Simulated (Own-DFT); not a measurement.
## Calculated data, SiC (4H silicon carbide, atoms displaced)

Computed with Own-DFT development build. A calculation, not a measurement: plane-wave PBE density functional theory by an unreviewed code, no spin, of a simulated periodic cell, stress positive in tension, free energy of the whole cell less one offset for each atom, forces on such cells passed a denser k mesh, this cell's mesh not checked; offsets are fitted by least squares, one for each functional and potential file, so energies compare only between cells with the same atoms and settings and are not formation energies; the far tail of each file's local potential was reset to the Coulomb form; each entry is a single point on an unrelaxed cell, so the pressure reflects the starting lattice, mostly measured values (interpolated for alloys), from which strain is counted, and rises with the displacements; printed positions are rounded, which can move forces by about a meV/angstrom; the program, named Own-DFT, is a retired in-house code; no spin-orbit coupling.

Settings shared by all entries: functional PBE; potential files PseudoDojo norm-conserving, scalar-relativistic, standard set; wave cutoff 42 hartree; occupations Fermi-Dirac; smearing width 0.1 eV; hardware one NVIDIA H100; k mesh 5 x 5 x 3 centred on Gamma.

(1) SiC (4H silicon carbide, atoms displaced)

```
SiC
1.0
      6.1654     0.0000     0.0000
     -3.0827     5.3394     0.0000
      0.0000     0.0000    10.0681
Si C Si C Si C Si C Si C Si C Si C Si C
2 2 2 2 2 2 2 2 2 2 2 2 2 2 2 2
Direct
  0.99840 0.98771 0.39971
  0.17067 0.32331 0.14698
  0.00606 0.01255 0.10269
  0.14807 0.30940 0.34959
  0.01558 0.52322 0.41235
  0.14374 0.83376 0.15226
  0.00195 0.51144 0.09472
  0.17590 0.82861 0.33275
  0.51033 0.00646 0.41845
  0.66241 0.31966 0.15453
  0.49460 0.99618 0.09956
  0.67601 0.33957 0.33982
  0.52133 0.51038 0.40868
  0.66485 0.83242 0.16457
  0.52211 0.50272 0.08938
  0.67530 0.81822 0.34481
  0.00176 0.00933 0.89077
  0.82444 0.63766 0.65143
  0.99453 0.97747 0.59316
  0.83761 0.65138 0.84321
  0.01733 0.50515 0.89702
  0.81045 0.14489 0.64889
  0.00020 0.49663 0.59912
  0.83975 0.16560 0.84628
  0.49304 0.01215 0.89880
  0.34751 0.68324 0.65013
  0.50247 0.02131 0.59395
  0.34017 0.66431 0.84319
  0.50750 0.51178 0.90399
  0.32034 0.15007 0.65372
  0.48084 0.48625 0.60510
  0.31267 0.15189 0.84282
```

- free energy of cell above offsets: -0.642 eV
- pressure: 6.27 GPa
- stress xx: -7.72 GPa
- stress yy: -6.71 GPa
- stress zz: -4.39 GPa
- stress yz: 0.66 GPa
- stress xz: -0.69 GPa
- stress xy: 1.05 GPa
- wall time: 125.3 s

Force:
```tsv
element	x (eV/Å)	y (eV/Å)	z (eV/Å)
Si	1.327	0.347	1.195
Si	-0.8	4.121	2.661
C	-1.843	-2.429	-3.161
C	1.126	3.439	-0.864
Si	0.574	-3.352	-1.928
Si	3.514	-0.268	-0.106
C	1.004	-2.073	-1.517
C	0.023	1.348	3.052
Si	-0.291	0.138	-5.362
Si	0.868	1.483	-0.082
C	-0.339	-0.713	-1.574
C	0.35	-0.441	2.086
Si	-2.11	-3.93	0.159
Si	-0.111	-0.053	-2.368
C	-2.093	-0.119	0.502
C	-2.164	1.87	1.169
Si	-0.482	-3.737	3.301
Si	-1.58	1.912	1.995
C	-1.426	-0.272	-0.805
C	-1.147	1.492	-1.045
Si	-1.347	-0.709	2.463
Si	4.389	2.59	1.993
C	1.275	-0.651	-1.26
C	-2.593	0.452	-2.083
Si	2.074	-1.578	2.681
Si	-1.06	-2.138	1.93
C	0.13	-2.858	0.202
C	-0.106	2.154	-1.277
Si	1.35	-1.28	0.394
Si	-2.388	1.664	1.242
C	1.708	0.847	-2.373
C	2.171	2.746	-1.22
```

(2) SiC (4H silicon carbide, atoms displaced)

```
SiC
1.0
      6.1654     0.0000     0.0000
     -3.0827     5.3394     0.0000
      0.0000     0.0000    10.0681
Si C Si C Si C Si C Si C Si C Si C Si C
2 2 2 2 2 2 2 2 2 2 2 2 2 2 2 2
Direct
  0.00823 0.00273 0.40568
  0.16085 0.31013 0.15303
  0.99475 0.98275 0.08874
  0.16157 0.33152 0.34041
  0.01248 0.50000 0.40395
  0.16924 0.82305 0.16460
  0.99334 0.50133 0.09864
  0.15492 0.82809 0.33298
  0.49389 0.00893 0.40099
  0.66382 0.33496 0.14902
  0.51688 0.99873 0.10160
  0.66548 0.32644 0.34166
  0.49415 0.48592 0.40576
  0.67377 0.84792 0.14764
  0.49450 0.48925 0.08586
  0.67427 0.84343 0.34106
  0.99031 0.00054 0.90640
  0.85262 0.66457 0.66036
  0.98939 0.98781 0.59934
  0.83385 0.65582 0.84482
  0.01513 0.51466 0.90680
  0.81327 0.15874 0.66202
  0.01193 0.49552 0.58941
  0.83012 0.17240 0.84436
  0.49422 0.01326 0.91840
  0.31207 0.65859 0.64990
  0.48362 0.00000 0.58636
  0.34268 0.66710 0.83651
  0.50795 0.50738 0.91629
  0.32075 0.15090 0.64511
  0.50822 0.50579 0.59665
  0.33697 0.18019 0.84299
```

* free energy of cell above offsets: -2.001 eV
* pressure: 5.42 GPa
* stress xx: -4.85 GPa
* stress yy: -2.98 GPa
* stress zz: -8.43 GPa
* stress yz: 0.2 GPa
* stress xz: -0.41 GPa
* stress xy: 0.76 GPa
* wall time: 115 s

Force:
```tsv
element	x (eV/Å)	y (eV/Å)	z (eV/Å)
Si	-1.998	-0.973	0.342
Si	-1.016	1.663	-0.173
C	0.836	0.861	0.579
C	1.685	-0.498	0.045
Si	-2.157	-0.326	-0.432
Si	-0.298	0.413	-4.237
C	2.057	-0.697	-1.214
C	0.965	0.505	4.72
Si	1.622	-1.809	-0.208
Si	0.573	-0.022	1.936
C	-4.133	0.993	-1.618
C	-0.166	1.583	-0.534
Si	0.478	2.452	0.228
Si	2.316	-3.306	3.1
C	-0.722	0.909	3.719
C	-0.54	-1.099	-0.023
Si	1.616	0.065	-1.614
Si	-2.475	-0.985	-0.707
C	-0.405	0.848	-1.349
C	-0.214	1.59	0.452
Si	0.265	-1.034	0.234
Si	0.999	-0.175	-1.41
C	-3.034	-1.726	-0.403
C	-0.394	-0.071	1.254
Si	0.588	-0.942	-2.991
Si	4.857	1.654	1.378
C	1.581	-1.093	0.171
C	-0.866	1.133	1.966
Si	-0.559	-0.744	-5.498
Si	-0.652	3.116	2.862
C	-0.403	-1.005	-0.979
C	-0.407	-1.279	0.405
```

(3) SiC (4H silicon carbide, atoms displaced)

```
SiC
1.0
      6.1654     0.0000     0.0000
     -3.0827     5.3394     0.0000
      0.0000     0.0000    10.0681
Si C Si C Si C Si C Si C Si C Si C Si C
2 2 2 2 2 2 2 2 2 2 2 2 2 2 2 2
Direct
  0.98320 0.98466 0.40405
  0.17104 0.33228 0.15310
  0.00527 0.00354 0.10405
  0.17777 0.35515 0.35572
  0.99800 0.50744 0.40807
  0.17515 0.84088 0.15420
  0.00655 0.50738 0.09267
  0.16381 0.82994 0.34076
  0.48679 0.98260 0.41221
  0.67420 0.33854 0.15175
  0.50894 0.00260 0.09139
  0.66742 0.32277 0.35571
  0.50336 0.51500 0.40492
  0.67517 0.82071 0.15602
  0.47255 0.48386 0.09595
  0.67264 0.84024 0.33896
  0.00323 0.00311 0.91335
  0.85508 0.67727 0.65341
  0.00396 0.00079 0.59835
  0.81851 0.68961 0.83808
  0.01500 0.49534 0.92411
  0.83480 0.16410 0.65567
  0.98809 0.50420 0.59369
  0.83952 0.17410 0.84371
  0.51196 0.01442 0.90232
  0.34757 0.68350 0.64994
  0.49942 0.99672 0.58708
  0.31895 0.65674 0.84627
  0.50407 0.51893 0.90758
  0.35454 0.17429 0.66302
  0.49841 0.50122 0.59098
  0.34019 0.16697 0.83974
```

- free energy of cell above offsets: -1.513 eV
- pressure: 6.06 GPa
- stress xx: -5.99 GPa
- stress yy: -4.33 GPa
- stress zz: -7.86 GPa
- stress yz: 0.61 GPa
- stress xz: 1.38 GPa
- stress xy: -1.17 GPa
- wall time: 127.3 s

Force:
```tsv
element	x (eV/Å)	y (eV/Å)	z (eV/Å)
Si	2.127	3.22	1.391
Si	-2.874	-0.244	3.861
C	0.1	-0.738	-1.926
C	-0.663	-2.341	-2.429
Si	0.214	-1.099	0.133
Si	1.065	-0.116	0.63
C	-0.211	-0.187	3.118
C	-0.442	0.405	0.313
Si	0.212	1.932	-2.967
Si	-0.679	-1.252	2.042
C	0.332	-0.074	0.015
C	-1.291	0.787	-2.333
Si	1.522	-1.93	0.812
Si	-2.475	0.811	-0.212
C	4.625	2.523	-1.437
C	-1.148	-0.956	0.523
Si	0.114	0.15	-1.712
Si	-3.578	-0.177	1.327
C	0.561	0.784	-1.375
C	2.531	-1.113	1.894
Si	-2.595	0.503	-5.857
Si	0.481	0.959	-0.151
C	3.137	-0.674	-0.105
C	0.29	0.193	0.763
Si	-0.231	-1.705	0.745
Si	-0.925	-3.414	1.835
C	0.527	1.151	2.513
C	0.873	2.309	-0.798
Si	0.213	-1.696	-0.983
Si	-2.206	0.175	-2.755
C	0.98	0.937	0.65
C	-0.586	0.877	2.473
```
